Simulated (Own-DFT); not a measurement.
# Computed records: Hf₃₂O₆₃ (monoclinic hafnia with one neutral oxygen vacancy, atoms displaced), Hf₃₁SiO₆₄ (monoclinic hafnia with substituted atoms, atoms displaced)

All values are calculated (Own-DFT development build). A calculation, not a measurement: plane-wave PBE and HSE06 DFT by an unreviewed code, no spin, of a simulated cell at Gamma alone, so results move with cell size and shape, stress positive in tension, energies less offsets, not probed for a lower state with spin; hafnium file: forces about 75 meV/angstrom off all-electron values; oxygen file: force components 24 meV/angstrom off all-electron in a glass; k mesh not checked against a denser one; forces and stress are PBE's, HSE06 gives the energy alone, and its difference from PBE has offsets of its own; offsets are fitted by least squares, one for each functional and potential file, so energies compare only between cells with the same atoms and settings and are not formation energies; the far tail of each file's local potential was reset to the Coulomb form; each entry is a single point on an unrelaxed cell, so the pressure reflects the starting lattice, mostly measured values, from which strain is counted, and rises with the displacements; printed positions are rounded, which can move forces by about a meV/angstrom; the program is a retired in-house code; no spin-orbit coupling.

Settings shared by all entries: first functional PBE; second functional HSE06; exact exchange share 0.25; screening 0.11 1/bohr; exchange divergence Gygi-Baldereschi; potential files PseudoDojo norm-conserving, scalar-relativistic, made for PBE, standard set; wave cutoff 48 hartree; occupations fixed; k mesh 1 x 1 x 1 centred on Gamma.

(1) Hf₃₂O₆₃ (monoclinic hafnia with one neutral oxygen vacancy, atoms displaced)

```xyz
95
Lattice="10.2340 0.0000 0.0000 0.0000 10.3500 0.0000 -1.6955 0.0000 10.4453" Properties=species:S:1:pos:R:3 Hf32O63
Hf     1.1877     0.2230     1.1480
Hf     3.4612     2.8473     1.5323
Hf     2.9916     4.9955     4.1267
Hf     0.8562     2.3635     3.6805
O      0.0996     1.6708     1.8170
O      4.2088     3.4837     3.4014
O     -0.3446     0.8521     4.4547
O      1.9391     3.8566     2.5599
O      2.8083     1.3108     0.1418
O      2.3908     1.2730     2.7374
O      1.4628     3.8299     5.1802
Hf     0.4462     0.2138     6.3218
Hf     2.6291     2.8026     6.8060
Hf     2.1783     4.9752     9.3825
Hf    -0.0206     2.3809     8.9170
O     -0.7433     1.7093     6.9849
O      3.7472     4.3268     6.0345
O      3.3375     3.4062     8.6100
O     -1.1225     0.8914     9.6712
O      1.0545     3.9221     7.7395
O      1.9850     1.3169     5.3477
O      1.5477     1.2504     7.9985
O      0.6632     3.7817    10.3306
Hf     1.2044     5.4033     1.0641
Hf     3.4489     8.0057     1.5059
Hf     3.0302    10.1777     4.1462
Hf     0.8287     7.5125     3.6928
O      0.0551     6.8946     1.8405
O      4.6079     9.4567     0.8046
O      4.1519     8.5939     3.4261
O     -0.3816     6.0437     4.4465
O      1.9209     9.0676     2.5352
O      2.8378     6.5291     0.1062
O      2.4028     6.4061     2.7079
O      1.4189     9.0169     5.1073
Hf     0.4128     5.4074     6.3342
Hf     2.6369     7.9437     6.7631
Hf     2.1888    10.1176     9.3537
Hf    -0.0781     7.5369     8.9197
O     -0.7807     6.9070     6.9738
O      3.7421     9.5043     6.0075
O      3.3022     8.6916     8.6108
O     -1.1996     6.0337     9.6352
O      1.0719     9.1084     7.6844
O      1.9825     6.5116     5.3055
O      1.5071     6.4376     7.9720
O      0.6294     8.9805    10.3602
Hf     6.4066     0.2229     1.1107
Hf     8.5851     2.8310     1.5938
Hf     8.1307     4.9436     4.1291
Hf     5.9441     2.3773     3.7297
O      5.1780     1.6897     1.8152
O      9.7622     4.3037     0.7895
O      9.3001     3.4660     3.4343
O      4.8730     0.9118     4.3781
O      6.9763     3.8897     2.4711
O      7.8513     1.3254     0.1059
O      7.4915     1.2302     2.7432
O      6.5351     3.8585     5.1150
Hf     5.5020     0.2212     6.3544
Hf     7.7573     2.8091     6.7137
Hf     7.2859     4.9520     9.3043
Hf     5.1380     2.3436     8.9280
O      4.3289     1.7557     7.0166
O      8.8819     4.3364     6.0451
O      8.4778     3.4620     8.6371
O      3.8752     0.8639     9.6047
O      6.1677     3.9435     7.7425
O      7.0880     1.3213     5.2934
O      6.6847     1.2413     7.9618
O      5.7282     3.8154    10.3583
Hf     6.3219     5.4006     1.1162
Hf     8.5755     7.9805     1.5372
Hf     8.1280    10.0936     4.1628
Hf     5.9611     7.5348     3.7367
O      5.2591     6.8949     1.8191
O      9.6981     9.4186     0.8102
O      9.3576     8.6157     3.3737
O      4.7887     6.1034     4.3829
O      7.0323     9.1216     2.5235
O      7.9462     6.5388     0.1307
O      7.4490     6.3909     2.7728
O      6.5641     9.0113     5.0994
Hf     5.4956     5.4092     6.3271
Hf     7.7371     7.9664     6.7244
Hf     7.3063    10.1653     9.3990
Hf     5.1209     7.5736     8.9021
O      4.3375     6.9071     7.0551
O      8.8560     9.4411     6.0341
O      8.4504     8.6355     8.6093
O      3.9289     6.0623     9.6513
O      6.1770     9.0875     7.7067
O      7.0269     6.5494     5.2960
O      6.6602     6.4189     7.9578
O      5.7351     9.0031    10.3224
```

The calculation gives: PBE energy of cell above offsets -94.049 eV; HSE06 less PBE above offsets -0.086 eV; PBE pressure 3.89 GPa; PBE stress xx -3.21 GPa; PBE stress yy -4.16 GPa; PBE stress zz -4.3 GPa; PBE stress yz -0.11 GPa; PBE stress xz 0.17 GPa; PBE stress xy 0.71 GPa.

Force:
| element | x (eV/Å) | y (eV/Å) | z (eV/Å) |
| --- | --- | --- | --- |
| Hf | 1.986 | -1.093 | -0.967 |
| Hf | 1.191 | -0.926 | -0.525 |
| Hf | 1.277 | -0.693 | 0.32 |
| Hf | -0.364 | -0.286 | 1.561 |
| O | -1.526 | 1.332 | 0.411 |
| O | 0.307 | 0.145 | 0.044 |
| O | -0.079 | 0.253 | -0.637 |
| O | -1.134 | 1.032 | -0.773 |
| O | -0.139 | 0.236 | 0.503 |
| O | -0.061 | -0.337 | 0.13 |
| O | -0.292 | 0.028 | -0.877 |
| Hf | -0.586 | -0.401 | -0.362 |
| Hf | -0.557 | 0.273 | -0.846 |
| Hf | 0.804 | -0.465 | -0.111 |
| Hf | 0.574 | -0.377 | 0.043 |
| O | -0.647 | 0.572 | 0.446 |
| O | 0.753 | 0.563 | 0.004 |
| O | 0.473 | 0.86 | 1.374 |
| O | -1.806 | -0.998 | 0.02 |
| O | -0.48 | 0.35 | 0.097 |
| O | 0.067 | 0.224 | -0.053 |
| O | -0.19 | 0.233 | -0.685 |
| O | 0.06 | 0.987 | 0.614 |
| Hf | 0.723 | 0.015 | 0.431 |
| Hf | 0.742 | -0.261 | 0.588 |
| Hf | 0.633 | -1.143 | -0.328 |
| Hf | -0.083 | 0.841 | 0.426 |
| O | 0.384 | -0.74 | -0.654 |
| O | 1.047 | 0.507 | 0.066 |
| O | 0.546 | 0.371 | 0.293 |
| O | 0.138 | -0.119 | -0.251 |
| O | -0.7 | 0.633 | -0.448 |
| O | -0.582 | -0.729 | -0.094 |
| O | -0.526 | -0.145 | -0.185 |
| O | 0.382 | -0.132 | -0.131 |
| Hf | -0.136 | -0.573 | -0.367 |
| Hf | -0.856 | 1.182 | -0.475 |
| Hf | -0.763 | 0.755 | 0.847 |
| Hf | 0.751 | 0.924 | -0.058 |
| O | 0.032 | -0.046 | 0.614 |
| O | 0.753 | 0.21 | 0.402 |
| O | 1.919 | -1.627 | -0.147 |
| O | -0.13 | -0.134 | -0.009 |
| O | -0.581 | -0.402 | 0.426 |
| O | -0.184 | -0.151 | 0.447 |
| O | 0.155 | 0.114 | -0.443 |
| O | -0.77 | 0.03 | -0.498 |
| Hf | -1.931 | -0.234 | -0.059 |
| Hf | -0.499 | -0.269 | -1.003 |
| Hf | -0.044 | 0.722 | 0.442 |
| Hf | -0.08 | 0.398 | -1.075 |
| O | -0.176 | 0.509 | -0.236 |
| O | -0.048 | -0.299 | 0.275 |
| O | 0.595 | -0.432 | -0.259 |
| O | -2.097 | -1.761 | 0.917 |
| O | 0.314 | 0.213 | 0.212 |
| O | 1.253 | 0.122 | 0.258 |
| O | 0.578 | 0.432 | -0.333 |
| O | 0.475 | 0.074 | 0.265 |
| Hf | -0.226 | -0.009 | -1.084 |
| Hf | 0.243 | -0.246 | 0.159 |
| Hf | -0.251 | -0.227 | 1.199 |
| Hf | -1.668 | 0.494 | 0.354 |
| O | 1.158 | -0.84 | -0.074 |
| O | -0.078 | -0.126 | 0.065 |
| O | 0.038 | -0.175 | -0.188 |
| O | 0.918 | 0.237 | 0.217 |
| O | -0.067 | -0.318 | -0.367 |
| O | 0.332 | 0.389 | 1.193 |
| O | -0.083 | 0.197 | -0.193 |
| O | 0.387 | 0.21 | -0.317 |
| Hf | 0.181 | -0.114 | -0.672 |
| Hf | -0.775 | -0.632 | 0.287 |
| Hf | 0.86 | 0.4 | -0.217 |
| Hf | -1.013 | 0.835 | -0.986 |
| O | -1.102 | 0.41 | -0.367 |
| O | 1.13 | 1.366 | -0.429 |
| O | -0.291 | 0.356 | 0.661 |
| O | -1.324 | -1.446 | 0.897 |
| O | -0.048 | -0.334 | -0.269 |
| O | -0.139 | -0.609 | -0.339 |
| O | 0.974 | -0.038 | -0.257 |
| O | -0.158 | 0.354 | 0.473 |
| Hf | -0.422 | -0.441 | -0.813 |
| Hf | -0.141 | 0.284 | -0.129 |
| Hf | 0.613 | -0.734 | -0.565 |
| Hf | -0.711 | -0.106 | 0.941 |
| O | 0.209 | -0.137 | -0.134 |
| O | 0.81 | 0.682 | -0.123 |
| O | 0.191 | 0.132 | 0.589 |
| O | -0.373 | -0.437 | -0.007 |
| O | -0.461 | 0.207 | 0.216 |
| O | 0.636 | -0.642 | 1.04 |
| O | -0.078 | 0.201 | -0.289 |
| O | -0.139 | 0.496 | -0.065 |

(2) Hf₃₂O₆₃ (monoclinic hafnia with one neutral oxygen vacancy, atoms displaced)

```xyz
95
Lattice="10.2340 0.0000 0.0000 0.0000 10.3500 0.0000 -1.6955 0.0000 10.4453" Properties=species:S:1:pos:R:3 Hf32O63
Hf     1.1947     0.0834     1.1215
Hf     3.5451     2.9158     1.4521
Hf     3.0889     5.1006     4.1855
Hf     0.8408     2.3041     3.5711
O     -0.0114     1.6838     1.9047
O      4.6412     4.2106     0.7937
O      4.1418     3.5493     3.3817
O     -0.2427     0.9091     4.4550
O      2.0282     3.9370     2.3828
O      2.8742     1.3566     0.1536
O      2.4879     1.3311     2.7355
O      1.4885     3.8415     5.1507
Hf     0.3956     0.2453     6.2329
Hf     2.6274     2.7747     6.7218
Hf     2.2584     4.9882     9.2963
Hf     0.0451     2.3585     8.7871
O     -0.7880     1.7565     7.1721
O      3.6409     4.3838     6.2113
O      3.2578     3.5418     8.6520
O     -1.0766     0.9541     9.6953
O      0.9677     3.8717     7.6877
O      1.9151     1.2308     5.2675
O      1.4492     1.3728     7.8554
O      0.7334     3.8545    10.2367
Hf     1.3263     5.2946     1.1330
Hf     3.3780     7.9360     1.5429
Hf     3.0048    10.1579     4.0722
Hf     0.8774     7.6171     3.6931
O      0.0381     6.9034     1.7645
O      4.6032     9.3889     0.9045
O      4.0352     8.6772     3.4861
O     -0.3054     6.1011     4.5477
O      2.0335     9.1471     2.4549
O      2.9221     6.6266     0.0405
O      2.2572     6.2658     2.7538
O      1.3626     9.0900     5.2284
Hf     0.4712     5.3257     6.2827
Hf     2.5815     7.9466     6.5327
Hf     2.1279    10.1294     9.3280
Hf    -0.0296     7.4842     8.8702
O     -0.6997     6.9788     6.9414
O      3.6718     9.3826     6.0566
O      3.3590     8.5594     8.7278
O     -1.2195     6.0079     9.7452
O      0.9064     9.2471     7.6867
O      1.9840     6.4921     5.3960
O      1.4422     6.3717     7.9110
O      0.6504     9.0471    10.3647
Hf     6.4609     0.2296     0.9179
Hf     8.5712     2.8362     1.5190
Hf     8.2548     4.8912     4.1373
Hf     5.9111     2.5046     3.7171
O      5.2516     1.7447     1.8785
O      9.6810     4.3867     0.7598
O      9.3388     3.3269     3.4222
O      4.7087     0.9732     4.3351
O      7.0860     3.9210     2.4663
O      8.0321     1.2612     0.1146
O      7.4206     1.1641     2.8076
O      6.6991     3.8010     5.2302
Hf     5.5552     0.2043     6.3701
Hf     7.9263     2.8535     6.6924
Hf     7.2932     4.8897     9.3238
Hf     5.0494     2.4344     8.7840
O      4.3666     1.7736     7.1852
O      8.8056     4.3194     6.0308
O      8.3967     3.5518     8.7026
O      3.9472     0.7827     9.6736
O      6.1630     4.0839     7.6837
O      7.1692     1.4160     5.2747
O      6.7914     1.2117     7.9359
O      5.7171     3.8844    10.3900
Hf     6.3378     5.4634     1.0655
Hf     8.4936     7.8389     1.5491
Hf     8.1942    10.1288     4.1917
Hf     5.9946     7.5084     3.8114
O      5.2241     6.8442     1.8508
O      9.6046     9.4298     0.9107
O      4.7880     6.1610     4.3874
O      7.0150     8.8912     2.3613
O      7.9423     6.4693     0.0888
O      7.4715     6.3212     2.6351
O      6.6723     9.1251     5.2097
Hf     5.5200     5.3054     6.2081
Hf     7.7887     7.9133     6.7159
Hf     7.1896    10.1595     9.4757
Hf     4.9358     7.5005     9.0532
O      4.2355     7.0355     7.1171
O      8.9070     9.5010     6.0223
O      8.4676     8.6633     8.5977
O      3.7006     6.1162     9.7381
O      6.1135     9.1160     7.7925
O      7.0555     6.4828     5.4109
O      6.7209     6.4958     7.9098
O      5.6256     8.9633    10.3474
```

The calculation gives: PBE energy of cell above offsets -81.228 eV; HSE06 less PBE above offsets 0.485 eV; PBE pressure 8.54 GPa; PBE stress xx -8.41 GPa; PBE stress yy -8.72 GPa; PBE stress zz -8.5 GPa; PBE stress yz 0.14 GPa; PBE stress xz -1 GPa; PBE stress xy 0.41 GPa.

Force:
| element | x (eV/Å) | y (eV/Å) | z (eV/Å) |
| --- | --- | --- | --- |
| Hf | -0.157 | 2.75 | -2.134 |
| Hf | -1.541 | -5.051 | 0.519 |
| Hf | -1.043 | -3 | -0.698 |
| Hf | 1.975 | 0.906 | 1.415 |
| O | 0.609 | -1.137 | -1.56 |
| O | 3.241 | 3.702 | -1.349 |
| O | 1.354 | 0.833 | 1.798 |
| O | -2.714 | -0.927 | -1.196 |
| O | -1.689 | -0.939 | 1.466 |
| O | 0.322 | -0.652 | -0.771 |
| O | -1.246 | -0.95 | -0.354 |
| O | 0.084 | -0.179 | -1.217 |
| Hf | -0.473 | -0.121 | 2.561 |
| Hf | -2.234 | -0.29 | -0.38 |
| Hf | -4.524 | 0.383 | 0.715 |
| Hf | -0.948 | 1.413 | 5.61 |
| O | -0.567 | -1.345 | -3.246 |
| O | 2.012 | 1.261 | -1.474 |
| O | 2.855 | -3.137 | -1.186 |
| O | -1.961 | -1.713 | 0.697 |
| O | 0.704 | 0.635 | -1.12 |
| O | 1.66 | 2.02 | 1 |
| O | 2.989 | -1.734 | -0.149 |
| O | -0.949 | 0.742 | 0.567 |
| Hf | -2.208 | 1.464 | -3.159 |
| Hf | 3.348 | 0.974 | -1.432 |
| Hf | 0.896 | 2.439 | 1.25 |
| Hf | -2.425 | -0.511 | -0.292 |
| O | 1.397 | -0.095 | 1.681 |
| O | 0.427 | 0.592 | -0.814 |
| O | 3.113 | -3.249 | 0.17 |
| O | -0.725 | -0.153 | -1.993 |
| O | -2.847 | -0.929 | 1.201 |
| O | -1.14 | -1.319 | 0.866 |
| O | 0.784 | 2.406 | 0.118 |
| O | 0.138 | -1.908 | -3.475 |
| Hf | -0.843 | 0.635 | 1.538 |
| Hf | -0.586 | 0.862 | 6.132 |
| Hf | 0.13 | -0.725 | 1.156 |
| Hf | -1.567 | 1.094 | 0.924 |
| O | 0.062 | -0.941 | 0.082 |
| O | 2.982 | 3.58 | -1.038 |
| O | -2.615 | 2.072 | -0.079 |
| O | 1.094 | 1.006 | -1.397 |
| O | 1.531 | -1.442 | 1.319 |
| O | 0.086 | -0.796 | -2.331 |
| O | 0.789 | -0.085 | -0.436 |
| O | -1.076 | -0.331 | -0.363 |
| Hf | -3.002 | -1.095 | 4.878 |
| Hf | -0.061 | -0.269 | -0.48 |
| Hf | -0.059 | 0.845 | -1.099 |
| Hf | -0.051 | -3.089 | -1.395 |
| O | -0.004 | 0.299 | -1.085 |
| O | 0.841 | -1.394 | 2.207 |
| O | -0.752 | 2.033 | 0.705 |
| O | 0.226 | -0.587 | 2.049 |
| O | -0.694 | 0.096 | 1.275 |
| O | -0.545 | 1.885 | 0.3 |
| O | 0.926 | 0.287 | -0.862 |
| O | -1.843 | 1.508 | -2.065 |
| Hf | 0.471 | -0.628 | -0.388 |
| Hf | -4.093 | -3.072 | 2.827 |
| Hf | -0.843 | 3.96 | 0.906 |
| Hf | 1.718 | 0.737 | 4.03 |
| O | -1.046 | -1.428 | -3.532 |
| O | 3.851 | 3.113 | -0.81 |
| O | 2.543 | -3.022 | -2.008 |
| O | -0.109 | 1.693 | -1.946 |
| O | -0.99 | -2.277 | 0.368 |
| O | -0.655 | -0.55 | 1.051 |
| O | -1.657 | 0.96 | -0.208 |
| O | -0.477 | -1.245 | -1.398 |
| Hf | 0.339 | -2.215 | 0.28 |
| Hf | 1.421 | 0.549 | -0.68 |
| Hf | 0.069 | 0.646 | -1.356 |
| Hf | 1.074 | 3.122 | -2.908 |
| O | -1.664 | 1.016 | 1.086 |
| O | 1.322 | 0.971 | -0.31 |
| O | -1.705 | -2.09 | 1.045 |
| O | -0.685 | 1.384 | 2.519 |
| O | -1.356 | 0.18 | 0.119 |
| O | 0.538 | 0.028 | 2.478 |
| O | -1.433 | -1.177 | -1.244 |
| Hf | 0.146 | 1.939 | 3.363 |
| Hf | -0.418 | 1.423 | 2.602 |
| Hf | 3.066 | -2.079 | -3.007 |
| Hf | 2.13 | 0.889 | -3.08 |
| O | 1.929 | -2.788 | -1.341 |
| O | 0.413 | 0.62 | -0.508 |
| O | 0.296 | -0.176 | 0.672 |
| O | 2.736 | 0.686 | 0.666 |
| O | -0.408 | 0.632 | -0.564 |
| O | 0.12 | -0.265 | -2.178 |
| O | -0.912 | -0.597 | 0.178 |
| O | 0.779 | 0.433 | -0.288 |

(3) Hf₃₁SiO₆₄ (monoclinic hafnia with substituted atoms, atoms displaced)

```xyz
96
Lattice="10.2340 0.0000 0.0000 0.0000 10.3500 0.0000 -1.6955 0.0000 10.4453" Properties=species:S:1:pos:R:3 Hf31SiO64
Si     1.3136     0.1646     1.0775
Hf     3.4915     2.8268     1.3467
Hf     3.0878     4.9087     4.1275
Hf     0.7370     2.4353     3.7033
O      0.2306     1.8644     1.7398
O      4.6418     4.3751     0.7382
O      4.2535     3.4349     3.4525
O     -0.2516     0.9663     4.4021
O      1.9764     3.8433     2.4154
O      2.8690     1.3298     0.1006
O      2.3588     1.2589     2.6389
O      1.4474     3.9134     4.9884
Hf     0.3091     0.1693     6.3559
Hf     2.7201     2.7978     6.6032
Hf     2.1946     5.0007     9.4380
Hf    -0.0450     2.4222     8.8613
O     -0.7241     1.7517     6.9476
O      3.8180     4.2909     5.9657
O      3.4245     3.4496     8.7233
O     -1.0882     0.9070     9.7526
O      1.1832     3.8680     7.6493
O      2.0476     1.3838     5.4406
O      1.6268     1.3056     8.0460
O      2.3822     3.9733     0.0048
Hf     1.1100     5.5215     1.0832
Hf     3.4427     7.9332     1.5859
Hf     3.0365    10.1286     4.1185
Hf     0.7767     7.4520     3.8054
O      0.0178     6.7898     1.9069
O      4.5733     9.3680     0.8080
O      4.1389     8.6873     3.4449
O     -0.2133     5.9881     4.4615
O      1.9162     9.1301     2.5153
O      2.5926     6.6400     0.1029
O      2.4049     6.3711     2.7126
O      1.3288     8.9037     5.0196
Hf     0.4056     5.3993     6.2987
Hf     2.5997     8.0217     6.7937
Hf     2.1737    10.1654     9.4000
Hf    -0.0012     7.4889     8.7886
O     -0.7016     6.8580     6.9450
O      3.6318     9.4121     6.0129
O      3.2500     8.4940     8.5531
O     -1.1475     5.9117     9.5831
O      1.0952     9.1629     7.6213
O      1.9504     6.4384     5.5192
O      1.5588     6.3287     7.8822
O      0.4736     9.0462    10.2589
Hf     6.2348     0.2433     1.0637
Hf     8.5331     2.7628     1.5305
Hf     8.1694     4.9634     4.0887
Hf     5.8682     2.3552     3.6467
O      5.1790     1.6135     1.7741
O      9.7397     4.2427     0.7865
O      9.2623     3.4317     3.4106
O      4.7068     0.7120     4.3954
O      6.9845     3.8856     2.5056
O      7.9482     1.3228     0.0619
O      7.4547     1.1524     2.8147
O      6.7360     3.9157     5.0541
Hf     5.4397     0.2380     6.3141
Hf     7.6445     2.7437     6.6762
Hf     7.2274     5.1778     9.3969
Hf     5.0315     2.4834     8.9489
O      4.3529     1.7343     6.9727
O      9.0274     4.1904     5.9781
O      8.4549     3.3749     8.7878
O      3.8701     0.8801     9.6627
O      6.1818     4.0319     7.6445
O      6.9756     1.3074     5.3837
O      6.6257     1.2577     8.0818
O      5.7256     3.7064    10.2475
Hf     6.2641     5.2565     0.9216
Hf     8.6173     7.9936     1.4784
Hf     8.0945    10.1571     4.0791
Hf     6.0244     7.6596     3.8136
O      5.2159     6.9077     1.7715
O      9.7982     9.4579     0.8398
O      9.3155     8.5494     3.4349
O      4.7394     6.0796     4.4700
O      6.9735     9.0240     2.5011
O      7.8486     6.5053     0.0309
O      7.5278     6.3740     2.7790
O      6.4803     9.0938     5.1196
Hf     5.5326     5.4031     6.2461
Hf     7.6802     7.9162     6.6845
Hf     7.1987    10.1776     9.3408
Hf     5.1314     7.6524     8.9471
O      4.3250     6.9149     7.0830
O      8.9186     9.5362     5.8467
O      8.4912     8.6478     8.6945
O      3.9975     6.1662     9.7238
O      6.1584     9.0560     7.7637
O      7.0757     6.5583     5.2937
O      6.5722     6.5373     7.8338
O      5.6494     8.9493    10.4089
```

Results for Hf₃₁SiO₆₄ (monoclinic hafnia with substituted atoms, atoms displaced): PBE energy of cell above offsets -81.267 eV; HSE06 less PBE above offsets 0.564 eV; PBE pressure 6.25 GPa; PBE stress xx -5.72 GPa; PBE stress yy -6.29 GPa; PBE stress zz -6.75 GPa; PBE stress yz -0.08 GPa; PBE stress xz -0.84 GPa; PBE stress xy -0.45 GPa.

Force:
| element | x (eV/Å) | y (eV/Å) | z (eV/Å) |
| --- | --- | --- | --- |
| Si | -1.472 | 0.725 | -1.125 |
| Hf | -3.212 | -1.103 | 2.816 |
| Hf | -1.535 | 1.195 | -0.935 |
| Hf | 2.583 | -0.016 | -1.538 |
| O | -1.237 | -1.827 | -0.544 |
| O | -0.918 | -1.733 | 1.069 |
| O | 0.352 | -0.526 | -0.918 |
| O | -2.288 | -2.268 | 0.437 |
| O | 0.192 | 1.106 | 0.334 |
| O | -0.381 | -0.257 | 0.768 |
| O | 0.507 | -0.905 | 0.068 |
| O | 0.762 | -0.37 | 0.511 |
| Hf | 1.962 | 1.482 | -1.721 |
| Hf | -2.874 | 0.364 | 2.32 |
| Hf | -1.143 | 0.476 | -3.555 |
| Hf | 0.051 | -0.023 | 0.725 |
| O | -1.288 | 0.194 | 0.893 |
| O | 1.066 | 0.213 | 0.306 |
| O | -1.675 | 1.601 | -0.177 |
| O | -0.793 | -1.54 | 0.691 |
| O | -0.386 | 0.305 | 0.76 |
| O | -0.812 | -1.353 | -1.47 |
| O | -0.303 | -0.504 | -0.583 |
| O | 0.089 | -0.965 | -2.432 |
| Hf | 2.556 | -4.108 | 0.302 |
| Hf | -0.116 | -0.042 | -0.071 |
| Hf | -3.593 | 0.108 | -0.497 |
| Hf | 1.791 | 1.726 | -1.403 |
| O | -1.887 | 1.791 | -0.127 |
| O | 1.157 | 1.602 | -0.604 |
| O | 1.942 | -1.897 | -0.205 |
| O | -2.86 | -1.368 | -0.616 |
| O | -0.95 | 0.961 | -2.156 |
| O | 1.814 | -0.598 | -0.33 |
| O | -0.339 | 0.417 | 0.6 |
| O | 0.762 | 1.614 | 1.373 |
| Hf | 1.58 | -3.087 | 0.778 |
| Hf | -0.649 | -2.948 | -2.34 |
| Hf | -1.534 | -0.726 | -1.126 |
| Hf | -0.398 | 1.674 | 1.742 |
| O | -2.759 | 2.135 | 0.494 |
| O | 2.626 | 2.415 | -0.267 |
| O | 1.105 | 1.867 | 3.469 |
| O | -1.229 | 1.041 | -0.983 |
| O | -1.127 | -0.829 | 1.604 |
| O | 1.199 | 0.583 | -2.176 |
| O | -0.439 | 0.654 | 2.299 |
| O | 0.609 | 1.353 | 1.171 |
| Hf | 1.836 | -3.075 | -0.418 |
| Hf | 2.593 | -0.123 | -0.758 |
| Hf | 1.191 | -0.07 | 0.015 |
| Hf | 0.446 | 0.005 | 0.925 |
| O | -1.127 | 2.578 | 1.143 |
| O | -1.186 | 1.07 | 0.037 |
| O | -0.283 | 0.098 | -0.607 |
| O | 2.355 | 2.331 | 0.065 |
| O | -0.43 | -0.801 | -0.832 |
| O | -0.906 | -0.508 | 1.688 |
| O | -0.286 | 1.883 | -1.897 |
| O | -1.786 | -1.354 | 0.454 |
| Hf | -0.933 | -1.333 | 0.344 |
| Hf | 2.653 | 2.11 | 1.857 |
| Hf | 1.92 | -3.799 | -1.253 |
| Hf | 1.155 | -3.047 | -1.594 |
| O | 0.972 | -0.006 | 0.404 |
| O | -1.578 | -0.258 | 0.335 |
| O | -0.981 | 0.783 | -1.559 |
| O | 0.761 | 0.051 | -0.053 |
| O | 0.143 | -1.075 | 0.721 |
| O | 0.06 | 0.266 | -0.447 |
| O | -0.02 | 0.521 | -2.45 |
| O | 0.518 | 3.061 | 2.206 |
| Hf | 3.124 | 3.647 | 4.033 |
| Hf | -0.371 | 0.046 | 1.956 |
| Hf | 2.555 | -1.591 | 0.454 |
| Hf | -2.463 | -2.454 | -3.634 |
| O | -0.028 | -0.628 | 0.535 |
| O | 0.877 | 1.075 | 0.153 |
| O | -1.255 | 0.826 | -0.296 |
| O | 0.605 | 0.627 | -0.705 |
| O | 0.354 | 0.676 | 0.16 |
| O | 1.907 | 0.066 | 0.797 |
| O | -0.099 | 0.785 | -0.648 |
| O | 0.992 | -0.056 | 0.806 |
| Hf | -1.727 | 1.171 | 0.59 |
| Hf | 1.627 | 1.73 | 1.352 |
| Hf | 3 | -0.495 | 1.763 |
| Hf | -2.378 | -0.967 | -1.64 |
| O | 0.785 | -0.945 | -0.697 |
| O | -1.577 | -1.57 | 1.883 |
| O | -0.377 | -0.686 | -1.453 |
| O | -2.504 | -1.407 | -1.485 |
| O | 0 | 1.364 | -0.914 |
| O | 0.696 | 0.024 | 0.454 |
| O | 1.648 | -0.629 | 0.959 |
| O | 1.019 | 1.473 | -0.382 |
